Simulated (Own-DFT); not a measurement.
# What a defect does to the pressure of its cell: D0_22 TiAl3

No measurement is shown. These are fixed-geometry runs of a retired plane-wave code named Own-DFT, which no person has reviewed; spin and spin-orbit coupling are neglected.

Settings: PBE; PseudoDojo norm-conserving scalar-relativistic files; cutoff 42 hartree; 4 x 4 x 4 k mesh centred on Gamma; cold (Marzari-Vanderbilt) smearing of 0.2 eV.

Known weak points: forces on such cells failed a check on a denser k mesh; stress not checked against mesh or cutoff.

All runs share one cell, with vectors in Å (-2.365, -6.981, 4.326); (-7.667, 3.491, 1.442); (-2.950, -3.488, -7.241) and a volume of 625.4 Å³. Atoms were moved at random from their sites; u is the rms move along one axis. The defect's site can differ from row to row.

```
                     cell   formula   u (Å)  P (GPa)
                no defect  Al30Ti10  0.0191     1.97
                no defect  Al30Ti10  0.0459     2.53
                no defect  Al30Ti10  0.0549     2.82
         two Al vacancies  Al28Ti10  0.0279     0.99
         two Al vacancies  Al28Ti10  0.0301     1.29
         two Al vacancies  Al28Ti10  0.0500     1.51
         two Al vacancies  Al28Ti10  0.0543        ?
 two Al on a Ti site each   Al32Ti8  0.0296     2.88
 two Al on a Ti site each   Al32Ti8  0.0309     2.91
 two Al on a Ti site each   Al32Ti8  0.0552     3.64
two Ti on an Al site each  Al28Ti12  0.0292     3.14
two Ti on an Al site each  Al28Ti12  0.0540     3.82
two Ti on an Al site each  Al28Ti12  0.0560     4.03
```

## Analysis

P = P0 + c u² + a shift for each defect gives P0 = 1.84 GPa, c = 326 ± 28 GPa/Å² and a scatter of 0.10 GPa. The shifts, and each times the cell's volume:

- two Ti on an Al site each: 1.07 ± 0.08 GPa, 4.2 eV (2.1 eV for each of its 2 sites)
- two Al on a Ti site each: 0.77 ± 0.08 GPa, 3.0 eV (1.5 eV for each of its 2 sites)
- two Al vacancies: -1.04 ± 0.08 GPa, -4.0 eV (-2.0 eV for each of its 2 sites)

Against the defect-free cell, a freed cell would be larger where the shift is positive and smaller where it is negative (160.2 GPa Å³ is 1 eV). The atoms around the defects weren't relaxed, which would change these numbers.

## Test on the hidden row

Question: what pressure belongs in the blank (two Al vacancies, u = 0.0543 Å)?

The fitted form gives 1.77 ± 0.12 GPa. The calculation gave 1.70 GPa.
